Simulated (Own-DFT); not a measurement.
# Response to strain: diamond-structure GeSn with randomly placed atoms, 64 atoms (Ge52Sn12)

All numbers below are calculated, not measured. The program, named Own-DFT, is a retired in-house plane-wave density functional code that no person has reviewed. Each row is one single-point run on a periodic cell that was not relaxed, without spin or spin-orbit coupling.

Settings of every run: PBE; PseudoDojo norm-conserving scalar-relativistic files; cutoff 49 hartree; 3 x 3 x 3 k mesh centred on Gamma; Fermi-Dirac smearing of 0.1 eV.

Known limits: forces on such cells moved up to 12 meV/angstrom on a denser k mesh; stress not checked against mesh or cutoff.

Unstrained cell vectors in Å: (11.628, 0.000, 0.000); (0.000, 11.628, 0.000); (0.000, 0.000, 11.628). The unstrained cell has measured lattice constants (interpolated for alloys), not those of this functional. That, the random moves and any unrelaxed bonds set the pressure at no strain. Each run strains this cell uniformly, with the atoms carried along. Every atom was also moved at random, by a Gaussian of width 0.05 Å on each axis. The random placing of the alloy's atoms differs from row to row. Strain is the symmetric tensor, in per cent. Stress is positive in tension, and the pressure is minus a third of its trace.

```
run  e_xx (%)  e_yy (%)  e_zz (%)  s_xx (GPa)  s_yy (GPa)  s_zz (GPa)  P (GPa)  E (meV/atom)
  1     -2.25     -2.25      0.00       -9.68       -9.55       -8.41     9.21          72.9
  2      0.50      0.50      0.00       -4.87       -4.71       -5.12     4.90          25.8
  3     -2.50     -2.50      0.00      -10.36      -10.44       -8.97     9.92          94.3
  4     -1.25     -1.25      0.00       -7.65       -7.68       -6.98     7.44          46.6
  5      2.75      2.75      0.00       -1.58       -1.65       -2.86     2.03           6.6
  6      1.25      1.25      0.00       -3.58       -3.63       -4.25     3.82          14.2
  7      3.00      3.00      0.00       -1.20       -1.21       -2.56     1.66           0.0
  8      1.00      1.00      0.00       -4.06       -3.83       -4.34     4.08          11.0
  9      0.25      0.25      0.00           ?           ?           ?        ?             ?
```

E is the free energy for each atom above the lowest run shown.

## Worked fit

The change of volume is close to e_xx + e_yy + e_zz. A straight line through the runs shown gives P = 5.87 - 74 x (fractional change of volume) GPa, with an error of 3 on the slope and a scatter of 0.31 GPa. The strain isn't the same on all axes, but the crystal is cubic, so the slope still estimates the bulk modulus, averaged over pressures from 1.7 to 9.9 GPa.

## Withheld run

Question: what pressure should run 9 give? Its volume changes by 0.50 %.

The line gives 5.5 GPa. The calculation gave 5.06 GPa.
